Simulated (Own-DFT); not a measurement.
# Bulk modulus against bond length in tetrahedral crystals

The numbers are computed, not measured, by runs of the plane-wave DFT program Own-DFT (in-house, retired, unreviewed) at fixed positions, with no spin and no spin-orbit coupling.

Caveats (not all hold for every row): forces on such cells moved up to 12 meV/angstrom on a denser k mesh; forces not confirmed at this smearing and k mesh; k mesh not checked against a denser one; forces on such cells passed a denser k mesh, each cell not checked; stress not checked against mesh or cutoff.

All runs are PBE with PseudoDojo norm-conserving files; cutoff and k mesh are each material's own. Every cell starts from measured lattice constants and was given uniform random strains and small random moves of its atoms. Each triple is the change of volume in per cent, the rms move u in Å and the pressure in GPa.

- 2H SiC (C36Si36), 10.36 Å³/atom unstrained: (-3.94, 0.050, 15.11); (-1.18, 0.051, 8.69); (-0.10, 0.049, 5.79); (0.50, 0.050, 4.59); (0.52, 0.050, 4.17); (1.37, 0.050, 2.26); (1.69, 0.050, 1.43)
- wurtzite AlN (Al36N36), 10.45 Å³/atom unstrained: (-3.18, 0.049, 12.67); (-1.58, 0.051, 8.77); (-1.01, 0.050, 7.90); (0.07, 0.047, 5.62); (0.58, 0.049, 4.61); (1.45, 0.053, 3.24); (2.60, 0.049, 0.63)
- wurtzite GaN (Ga36N36), 11.42 Å³/atom unstrained: (-1.61, 0.049, 11.13); (-1.61, 0.051, 10.81); (-0.08, 0.052, 8.01); (-0.04, 0.053, 7.46); (1.03, 0.052, 5.61); (1.54, 0.050, 4.69); (1.66, 0.050, 4.17)
- diamond silicon (Si64), 20.02 Å³/atom unstrained: (-2.13, 0.046, 5.05); (-0.35, 0.053, 3.13); (0.11, 0.049, 2.42); (0.34, 0.049, 2.21); (0.47, 0.053, 2.22); (1.05, 0.049, 1.55); (3.36, 0.049, -0.26)
- zincblende GaAs (As32Ga32), 22.58 Å³/atom unstrained: withheld
- zincblende InP (In32P32), 25.27 Å³/atom unstrained: (-3.62, 0.048, 6.59); (-0.75, 0.056, 4.57); (-0.20, 0.051, 3.98); (1.74, 0.048, 2.42); (2.36, 0.054, 1.95); (3.09, 0.054, 1.59); (3.84, 0.049, 1.11)
- grey tin (Sn64), 34.15 Å³/atom unstrained: (-2.90, 0.054, 5.45); (-2.67, 0.047, 5.14); (-1.09, 0.049, 4.26); (-0.89, 0.054, 4.29); (0.61, 0.048, 3.40); (1.26, 0.048, 3.14); (1.31, 0.053, 3.11)

## Working it out

Fit a line to each set against the fractional change of volume; B is minus its slope, and u is nearly the same within a set. To take it to zero pressure, assume that B rises by 4 GPa for each GPa: B0 = B - 4 x (mean pressure). The bond length of an ideal tetrahedral crystal with the unstrained volume v is d = (√3/4)(8 v)^(1/3). Cohen's empirical rule reads B0 = (1971 - 220 L) d^(-3.5) GPa, with L = 0 for group IV crystals and SiC and 1 for III-V compounds.

```
                  material  L  d (Å)  B (GPa)  mean P (GPa)  B0 (GPa)  rule (GPa)
          2H SiC (C36Si36)  0  1.888  243 ± 3           6.0   219 ± 3         213
    wurtzite AlN (Al36N36)  1  1.893  203 ± 5           6.2   179 ± 5         188
    wurtzite GaN (Ga36N36)  1  1.950  204 ± 6           7.4   174 ± 6         169
    diamond silicon (Si64)  0  2.352   96 ± 5           2.3    87 ± 5          99
zincblende GaAs (As32Ga32)  1  2.448        ?             ?         ?          76
  zincblende InP (In32P32)  1  2.541   75 ± 2           3.2    63 ± 2          67
           grey tin (Sn64)  0  2.810   54 ± 2           4.1    37 ± 2          53
```

A line through ln[B0/(1971 - 220 L)] against ln d has a slope of -4.2 ± 0.2 and a scatter of 8 %. Against the rule, B0 stands at 103 % for 2H SiC, 95 % for wurtzite AlN, 103 % for wurtzite GaN, 88 % for diamond silicon, 94 % for zincblende InP, 70 % for grey tin. PBE tends to make silicon and heavier crystals too soft, and the rule itself is only a guide.

## Test on the hidden row

Asked: what B0 does the fitted trend give for zincblende GaAs (As32Ga32)?

The straight line predicts 65 GPa. Its own runs give B = 82 ± 4 GPa at a mean pressure of 4.2 GPa, so B0 = 65 GPa.
